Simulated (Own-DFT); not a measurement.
# Which defects push the lattice out? 4H SiC

Everything here is calculated. The program is Own-DFT (plane waves, in-house, since retired, never reviewed by a person); positions were held fixed, and spin and spin-orbit coupling were off.

All runs used: PBE; PseudoDojo norm-conserving scalar-relativistic files; cutoff 42 hartree; 4 x 4 x 3 k mesh centred on Gamma; Fermi-Dirac smearing of 0.1 eV.

Limits (not all hold for every row): a neutral cation vacancy leaves holes that likely carry spin, which these runs leave out; not probed for a lower state with spin; forces on such cells failed a check on a denser k mesh; forces on such cells passed a denser k mesh, each cell not checked; stress not checked against mesh or cutoff.

All runs share one cell, with vectors in Å (9.248, 0.000, 0.000); (-4.624, 8.009, 0.000); (0.000, 0.000, 10.068) and a volume of 745.7 Å³. u is the rms random offset of the atoms per axis. The defect's site can differ from row to row.

| cell | formula | u (Å) | P (GPa) |
|---|---|---|---|
| no defect | C36Si36 | 0.0291 | 3.64 |
| no defect | C36Si36 | 0.0307 | 3.86 |
| no defect | C36Si36 | 0.0577 | 5.76 |
| one Si on a C site | C35Si37 | 0.0479 | 11.76 |
| one Si on a C site | C35Si37 | 0.0488 | 11.79 |
| one Si on a C site | C35Si37 | 0.0507 | 12.25 |
| two N on a C site each | C34N2Si36 | 0.0331 | 2.85 |
| two N on a C site each | C34N2Si36 | 0.0465 | 3.77 |
| two N on a C site each | C34N2Si36 | 0.0470 | 3.73 |
| two Al on a Si site each | Al2C36Si34 | 0.0271 | 5.72 |
| two Al on a Si site each | Al2C36Si34 | 0.0299 | 5.75 |
| two Al on a Si site each | Al2C36Si34 | 0.0489 | ? |
| two Al on a Si site each | Al2C36Si34 | 0.0521 | 7.37 |
| one Si vacancy | C36Si35 | 0.0287 | 3.05 |
| one Si vacancy | C36Si35 | 0.0294 | 3.06 |
| one Si vacancy | C36Si35 | 0.0316 | 3.04 |

## Worked fit

P = P0 + c u² + a shift for each defect gives P0 = 2.99 GPa, c = 839 ± 37 GPa/Å² and a scatter of 0.10 GPa. The shifts, and each times the cell's volume:

- one Si on a C site: 6.91 ± 0.09 GPa, 32.2 eV
- two Al on a Si site each: 2.07 ± 0.08 GPa, 9.7 eV (4.8 eV for each of its 2 sites)
- one Si vacancy: -0.70 ± 0.09 GPa, -3.2 eV
- two N on a C site each: -1.07 ± 0.08 GPa, -5.0 eV (-2.5 eV for each of its 2 sites)

Positive is outwards. The product with the volume (160.2 GPa Å³ to the eV) is nearly free of the cell's size; divided by the bulk modulus at the cell's pressure it gives the volume that the defect adds. The atoms around the defects weren't relaxed, which would change these numbers.

## Prediction

Question: what pressure belongs in the blank (two Al on a Si site each, u = 0.0489 Å)?

From the fit: 7.07 ± 0.12 GPa. The calculation gave 7.01 GPa.
